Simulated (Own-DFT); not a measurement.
# Which defects push the lattice out? zincblende GaAs

Calculated, not measured: single-point runs of Own-DFT, a retired in-house plane-wave DFT program that no person has reviewed, on unrelaxed cells, without spin or spin-orbit coupling.

Method: PBE; PseudoDojo norm-conserving scalar-relativistic files; cutoff 42 hartree; 3 x 3 x 3 k mesh centred on Gamma; Fermi-Dirac smearing of 0.1 eV.

Known weak points (not all hold for every row): not probed for a lower state with spin; forces not confirmed at this smearing and k mesh; stress not checked against mesh or cutoff.

All runs share one cell, with vectors in Å (10.862, 0.000, 0.000); (0.000, 10.862, 0.000); (0.000, 0.000, 11.796) and a volume of 1391.7 Å³, strained against the parent crystal. u is the rms random offset of the atoms per axis. The defect's site can differ from row to row.

| cell | formula | u (Å) | P (GPa) |
|---|---|---|---|
| no defect | As32Ga32 | 0.0273 | 6.66 |
| no defect | As32Ga32 | 0.0499 | 7.00 |
| no defect | As32Ga32 | 0.0560 | 7.18 |
| one As vacancy and one Ga vacancy | As31Ga31 | 0.0302 | 5.97 |
| one As vacancy and one Ga vacancy | As31Ga31 | 0.0462 | 6.04 |
| one As vacancy and one Ga vacancy | As31Ga31 | 0.0483 | 6.20 |
| one P on an As site | As31Ga32P | 0.0267 | 6.34 |
| one P on an As site | As31Ga32P | 0.0279 | 6.37 |
| one P on an As site | As31Ga32P | 0.0519 | 6.87 |
| one In on a Ga site | As32Ga31In | 0.0284 | 7.36 |
| one In on a Ga site | As32Ga31In | 0.0297 | 7.40 |
| one In on a Ga site | As32Ga31In | 0.0308 | 7.41 |
| one Al on a Ga site | AlAs32Ga31 | 0.0295 | 6.65 |
| one Al on a Ga site | AlAs32Ga31 | 0.0308 | ? |
| one Al on a Ga site | AlAs32Ga31 | 0.0472 | 6.89 |
| one Al on a Ga site | AlAs32Ga31 | 0.0538 | 7.18 |

## Working it out

P = P0 + c u² + a shift for each defect gives P0 = 6.47 GPa, c = 226 ± 22 GPa/Å² and a scatter of 0.07 GPa. The shifts, and each times the cell's volume:

- one In on a Ga site: 0.73 ± 0.06 GPa, 6.3 eV
- one Al on a Ga site: -0.01 ± 0.05 GPa, -0.1 eV (not resolved)
- one P on an As site: -0.25 ± 0.06 GPa, -2.2 eV
- one As vacancy and one Ga vacancy: -0.80 ± 0.05 GPa, -7.0 eV

Positive is outwards. The product with the volume (160.2 GPa Å³ to the eV) is nearly free of the cell's size; divided by the bulk modulus at the cell's pressure it gives the volume that the defect adds. The atoms around the defects weren't relaxed, which would change these numbers.

## Test on the hidden row

Question: what pressure belongs in the blank (one Al on a Ga site, u = 0.0308 Å)?

The fitted form gives 6.67 ± 0.08 GPa. The calculation gave 6.65 GPa.
